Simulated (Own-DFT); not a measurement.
## Calculated data, GaN (wurtzite, strained, atoms displaced)

A calculation, not a measurement: plane-wave PBE density functional theory by an unreviewed code, no spin, of a simulated periodic cell, stress positive in tension, free energy of the whole cell less one offset for each atom, forces on such cells passed a denser k mesh, this cell's mesh not checked; offsets are fitted by least squares, one for each functional and potential file, so energies compare only between cells with the same atoms and settings and are not formation energies; the far tail of each file's local potential was reset to the Coulomb form; each entry is a single point on an unrelaxed cell, so the pressure reflects the starting lattice, mostly measured values (interpolated for alloys), from which strain is counted, and rises with the displacements; printed positions are rounded, which can move forces by about a meV/angstrom; the program, named Own-DFT, is a retired in-house code; no spin-orbit coupling. Program: Own-DFT development build.

```cif
# cell vector a (Å): 12.7560 0.0000 -0.0957
# cell vector b (Å): -4.7835 8.2853 0.0359
# cell vector c (Å): -0.0778 0.0000 10.3700
data_GaN
_symmetry_space_group_name_H-M 'P 1'
_symmetry_Int_Tables_number 1
_cell_length_a 12.7564
_cell_length_b 9.5671
_cell_length_c 10.3703
_cell_angle_alpha 89.570
_cell_angle_beta 90.860
_cell_angle_gamma 120.001
_cell_volume 1095.92
loop_
_atom_site_label
_atom_site_type_symbol
_atom_site_fract_x
_atom_site_fract_y
_atom_site_fract_z
_atom_site_occupancy
Ga1 Ga 0.09140 0.22941 0.98963 1
Ga2 Ga 0.16771 0.10740 0.24076 1
N1 N 0.07779 0.21677 0.18540 1
N2 N 0.17110 0.12278 0.43035 1
Ga3 Ga 0.08951 0.23154 0.51218 1
Ga4 Ga 0.17364 0.11640 0.74496 1
N3 N 0.08313 0.22230 0.68637 1
N4 N 0.16531 0.11500 0.94293 1
Ga5 Ga 0.07916 0.54495 0.99311 1
Ga6 Ga 0.16225 0.44964 0.24264 1
N5 N 0.07742 0.54816 0.18523 1
N6 N 0.17179 0.44715 0.43881 1
Ga7 Ga 0.08379 0.54909 0.50084 1
Ga8 Ga 0.16467 0.44184 0.75219 1
N7 N 0.08300 0.56711 0.69124 1
N8 N 0.17018 0.44866 0.93728 1
Ga9 Ga 0.08605 0.88931 0.00062 1
Ga10 Ga 0.17111 0.78527 0.25046 1
N9 N 0.08099 0.88490 0.18119 1
N10 N 0.16770 0.77401 0.44816 1
Ga11 Ga 0.08354 0.88980 0.50353 1
Ga12 Ga 0.16706 0.77860 0.74384 1
N11 N 0.09240 0.89537 0.69025 1
N12 N 0.16892 0.77986 0.93079 1
Ga13 Ga 0.33496 0.22758 0.00040 1
Ga14 Ga 0.41892 0.11446 0.24684 1
N13 N 0.33723 0.23561 0.18651 1
N14 N 0.41413 0.10665 0.42598 1
Ga15 Ga 0.32996 0.23740 0.49909 1
Ga16 Ga 0.41636 0.09692 0.74315 1
N15 N 0.33390 0.21433 0.69039 1
N16 N 0.42101 0.11735 0.94183 1
Ga17 Ga 0.32690 0.55577 0.99740 1
Ga18 Ga 0.41182 0.44103 0.24548 1
N17 N 0.33220 0.55338 0.18259 1
N18 N 0.41687 0.45092 0.43867 1
Ga19 Ga 0.33058 0.55164 0.50231 1
Ga20 Ga 0.41175 0.44071 0.74468 1
N19 N 0.33477 0.55019 0.69375 1
N20 N 0.42069 0.45481 0.93819 1
Ga21 Ga 0.33308 0.89113 0.00027 1
Ga22 Ga 0.41334 0.77237 0.25413 1
N21 N 0.33729 0.89627 0.18335 1
N22 N 0.41270 0.78642 0.43189 1
Ga23 Ga 0.32367 0.87522 0.50044 1
Ga24 Ga 0.41661 0.77686 0.74188 1
N23 N 0.33491 0.88791 0.68783 1
N24 N 0.41952 0.77466 0.94024 1
Ga25 Ga 0.58464 0.21754 0.00221 1
Ga26 Ga 0.66452 0.11047 0.24996 1
N25 N 0.58751 0.22921 0.18504 1
N26 N 0.66705 0.11268 0.43964 1
Ga27 Ga 0.58320 0.21728 0.50132 1
Ga28 Ga 0.66795 0.10802 0.74676 1
N27 N 0.58522 0.22965 0.68892 1
N28 N 0.66094 0.11053 0.93901 1
Ga29 Ga 0.58066 0.55740 0.98850 1
Ga30 Ga 0.66361 0.45029 0.24478 1
N29 N 0.57920 0.54657 0.19147 1
N30 N 0.66348 0.44666 0.43297 1
Ga31 Ga 0.57557 0.55467 0.49867 1
Ga32 Ga 0.66641 0.43835 0.75703 1
N31 N 0.58400 0.55637 0.68639 1
N32 N 0.66854 0.43512 0.94022 1
Ga33 Ga 0.57876 0.88308 0.99927 1
Ga34 Ga 0.66810 0.77244 0.25106 1
N33 N 0.58359 0.89600 0.19218 1
N34 N 0.66874 0.77840 0.44629 1
Ga35 Ga 0.58563 0.88960 0.49306 1
Ga36 Ga 0.67489 0.77489 0.74899 1
N35 N 0.58367 0.89556 0.69043 1
N36 N 0.66747 0.77650 0.93713 1
Ga37 Ga 0.83357 0.22843 0.00361 1
Ga38 Ga 0.91462 0.11462 0.24907 1
N37 N 0.83988 0.22755 0.19322 1
N38 N 0.91208 0.11656 0.44204 1
Ga39 Ga 0.83609 0.23020 0.50313 1
Ga40 Ga 0.91401 0.11479 0.75209 1
N39 N 0.83553 0.22133 0.69036 1
N40 N 0.91403 0.10972 0.93525 1
Ga41 Ga 0.83564 0.56513 0.99297 1
Ga42 Ga 0.90930 0.44462 0.24883 1
N41 N 0.83924 0.55489 0.17826 1
N42 N 0.91629 0.44423 0.43388 1
Ga43 Ga 0.82650 0.54101 0.48932 1
Ga44 Ga 0.91453 0.44171 0.74707 1
N43 N 0.83372 0.55985 0.68513 1
N44 N 0.91967 0.43975 0.94284 1
Ga45 Ga 0.83026 0.88056 0.00120 1
Ga46 Ga 0.92049 0.76835 0.25185 1
N45 N 0.83434 0.90179 0.17912 1
N46 N 0.91610 0.78164 0.44535 1
Ga47 Ga 0.83622 0.89497 0.50710 1
Ga48 Ga 0.92027 0.78858 0.75296 1
N47 N 0.83972 0.88314 0.68812 1
N48 N 0.91684 0.77006 0.93908 1
_calc_functional 'PBE'
_calc_potential_files 'PseudoDojo norm-conserving, scalar-relativistic, standard set with the stringent files for Ga'
_calc_wave_cutoff 96  # hartree
_calc_occupations 'Gaussian'
_calc_smearing_width 0.01  # eV
_calc_k_mesh '3 x 4 x 3 centred on Gamma'
_calc_free_energy_of_cell_above_offsets '-4.617'  # eV
_calc_pressure 7.09  # GPa
_calc_stress_xx -7.18  # GPa
_calc_stress_yy -7.46  # GPa
_calc_stress_zz -6.63  # GPa
_calc_stress_yz -0.54  # GPa
_calc_stress_xz -2.28  # GPa
_calc_stress_xy 0.2  # GPa
```

Force:
```
element  x (eV/Å)  y (eV/Å)  z (eV/Å)
     Ga    -2.184    -1.101     1.868
     Ga    -0.946     1.034     0.479
      N      0.81     0.944    -0.387
      N    -0.736    -1.266     0.839
     Ga    -0.733    -1.116    -3.625
     Ga    -0.698    -0.687     1.311
      N     0.022     0.094     2.148
      N     1.442    -0.658    -1.361
     Ga     0.272     2.028     0.997
     Ga     1.397    -1.602     0.684
      N     -0.48     1.763     0.001
      N     -1.13     -0.27    -0.356
     Ga    -0.573     0.397    -0.002
     Ga    -0.259     0.912    -0.579
      N     1.008     -2.62    -0.772
      N    -0.863    -0.667    -0.777
     Ga     0.089    -0.232    -1.298
     Ga     0.255    -1.064    -0.112
      N     0.638     0.251     1.446
      N    -2.209    -0.635    -1.837
     Ga     0.054     0.556    -0.546
     Ga     0.409     0.844     1.197
      N     -1.54     0.162    -0.208
      N    -0.202    -0.509     0.829
     Ga     0.573     0.219    -0.576
     Ga     0.167     0.554    -0.539
      N     0.109    -2.675    -0.391
      N    -0.472     0.407     2.634
     Ga     2.071    -2.073    -0.232
     Ga    -0.017     2.431     1.541
      N     0.141     1.113     -0.84
      N    -0.834     -0.75    -0.997
     Ga     2.114     0.898     0.263
     Ga     0.158     1.605     0.779
      N    -0.717     0.376       0.8
      N    -0.726     0.011    -0.715
     Ga     0.316     1.552    -0.148
     Ga     2.314    -0.234     1.324
      N    -1.885     0.698    -1.254
      N    -1.323    -1.496    -0.754
     Ga     0.537    -0.048     -0.85
     Ga     0.158     0.662    -1.829
      N    -0.432    -0.939     0.789
      N     1.569    -1.526     1.806
     Ga     1.344     2.919    -0.103
     Ga     0.799    -0.098     1.563
      N    -0.177    -1.347    -0.676
      N    -1.658     0.156    -1.088
     Ga    -0.653     0.424    -0.036
     Ga     0.487     1.025      0.13
      N    -0.099    -0.423     0.733
      N     0.374     0.198    -0.043
     Ga    -1.272      0.45     -0.76
     Ga     -0.74     1.023     0.987
      N     0.348    -1.669    -0.458
      N     1.848    -0.607    -0.459
     Ga     1.464    -0.556     1.435
     Ga     1.931    -1.102     0.374
      N    -1.325     1.911      -1.4
      N    -0.186    -0.609      0.18
     Ga     2.113     0.416     0.497
     Ga    -0.095     1.309    -1.104
      N    -0.234    -0.597     0.491
      N    -0.928     1.403     0.143
     Ga     0.862     1.025     0.521
     Ga    -0.343     0.858    -0.119
      N     0.399    -1.783    -0.346
      N    -0.137    -0.065    -1.076
     Ga    -0.706     0.181     0.814
     Ga     -1.45     0.208    -0.236
      N     0.985    -1.531    -1.067
      N     -0.12     0.243    -0.279
     Ga     0.105    -1.712     0.079
     Ga     1.149    -0.254     0.735
      N    -2.036    -0.299    -0.784
      N     1.485    -0.145     0.034
     Ga    -0.329    -0.999    -0.543
     Ga     1.195    -1.091     0.132
      N    -0.889     0.465    -0.586
      N     0.376     0.144     0.456
     Ga     0.746    -2.868     0.556
     Ga     1.898    -0.524    -0.196
      N    -2.177     0.689     0.838
      N     0.432      0.32     0.504
     Ga    -0.512     1.911     1.741
     Ga    -0.514     0.985     0.747
      N     0.251    -0.506      0.24
      N    -1.675     0.605    -1.648
     Ga     0.357     1.322    -0.791
     Ga    -1.502     1.275     0.157
      N     0.576    -2.102     2.028
      N     0.611    -0.699    -1.285
     Ga    -0.005         0    -1.337
     Ga     2.365     -1.88    -0.171
      N    -2.171     1.984     0.422
      N    -0.232     2.673    -0.702
```
